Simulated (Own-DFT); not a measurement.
# One host, several defects: zincblende InP

Calculated, not measured: single-point runs of Own-DFT, a retired in-house plane-wave DFT program that no person has reviewed, on unrelaxed cells, without spin or spin-orbit coupling.

All runs used: PBE; PseudoDojo norm-conserving scalar-relativistic files; cutoff 36 hartree; 2 x 3 x 3 k mesh centred on Gamma; Fermi-Dirac smearing of 0.1 eV.

Known weak points (not all hold for every row): not probed for a lower state with spin; forces on such cells failed a check on a denser k mesh; forces not confirmed at this smearing and k mesh; stress not checked against mesh or cutoff.

All runs share one cell, with vectors in Å (17.606, 0.000, 0.000); (0.000, 11.737, 0.000); (0.000, 0.000, 11.737) and a volume of 2425.5 Å³. Atoms were moved at random from their sites; u is the rms move along one axis. The defect's site can differ from row to row.

| cell | formula | u (Å) | P (GPa) |
|---|---|---|---|
| no defect | In48P48 | 0.0193 | 3.20 |
| no defect | In48P48 | 0.0456 | 3.50 |
| no defect | In48P48 | 0.0491 | 3.54 |
| two P on an In site each | In46P50 | 0.0298 | 3.00 |
| two P on an In site each | In46P50 | 0.0461 | 3.28 |
| two P on an In site each | In46P50 | 0.0481 | 3.22 |
| one In on a P site and one P on an In site | In48P48 | 0.0294 | 3.52 |
| one In on a P site and one P on an In site | In48P48 | 0.0309 | 3.55 |
| one In on a P site and one P on an In site | In48P48 | 0.0503 | ? |
| one In on a P site and one P on an In site | In48P48 | 0.0519 | 3.79 |

## Analysis

P = P0 + c u² + a shift for each defect gives P0 = 3.15 GPa, c = 161 ± 15 GPa/Å² and a scatter of 0.04 GPa. The shifts, and each times the cell's volume:

- one In on a P site and one P on an In site: 0.23 ± 0.03 GPa, 3.4 eV
- two P on an In site each: -0.27 ± 0.03 GPa, -4.1 eV (-2.0 eV for each of its 2 sites)

A positive shift means that the defect pushes the cell outwards. Shift times volume (160.2 GPa Å³ is 1 eV) depends little on the cell's size, so, taken for each site, it can be compared between cells at like pressure. The atoms around the defects weren't relaxed, which would change these numbers.

## Test on the hidden row

The question: what pressure belongs in the blank (one In on a P site and one P on an In site, u = 0.0503 Å)?

The fitted form gives 3.78 ± 0.04 GPa. Computed: 3.83 GPa.
